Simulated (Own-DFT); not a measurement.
# Stretching a layer in its plane: diamond-structure GeSn with randomly placed atoms, 64 atoms (Ge56Sn8)

The numbers are computed, not measured, by runs of the plane-wave DFT program Own-DFT (in-house, retired, unreviewed) at fixed positions, with no spin and no spin-orbit coupling.

Settings: PBE; PseudoDojo norm-conserving scalar-relativistic files; cutoff 49 hartree; 3 x 3 x 3 k mesh centred on Gamma; Fermi-Dirac smearing of 0.1 eV.

Limits: forces on such cells moved up to 12 meV/angstrom on a denser k mesh; stress not checked against mesh or cutoff.

Unstrained cell vectors in Å: (11.524, 0.000, 0.000); (0.000, 11.524, 0.000); (0.000, 0.000, 11.524). The unstrained cell has measured lattice constants (interpolated for alloys), not those of this functional. That, the random moves and any unrelaxed bonds set the pressure at no strain. Each run strains x and y alike by e, as a substrate would, and holds the height along z. Each coordinate of each atom was shifted by a normal deviate of width 0.05 Å. The random placing of the alloy's atoms differs from row to row. Stress is positive in tension.

```
e (%)  u (Å)  (s_xx + s_yy)/2 (GPa)  s_zz (GPa)
-3.00  0.049                 -10.85       -9.13
-2.50  0.049                  -9.81       -8.41
-2.25  0.050                  -9.50       -8.21
-2.00  0.049                  -9.04       -7.77
-0.75  0.049                      ?           ?
 0.75  0.053                  -3.98       -4.39
 1.50  0.053                  -2.76       -3.62
 1.75  0.052                  -2.62       -3.51
 2.00  0.053                  -2.26       -3.36
 2.25  0.050                  -1.71       -2.88
```

## Fit

With e as a fraction, the in-plane stress is -5.3 + 170 e - 551 e² GPa (errors 2 and 225, scatter 0.12), and s_zz is -5.3 + 114 e - 532 e² GPa (slope ± 2, scatter 0.10). At e = 0 the first slope is C11 + C12 and the second 2 C12, both with the ions held to the strained lattice and at the cell's own pressure. A free layer would change its height as e changes, and the in-plane slope would drop by 2 C12²/C11 to the biaxial modulus. At fixed height, a misfit of 1 % moves the in-plane stress by about 1.7 GPa and s_zz by 1.1 GPa.

## Check

Asked: what are the two stresses at e = -0.75 %?

The fitted form gives -6.6 and -6.2 GPa. Computed: -6.57 and -6.02 GPa.
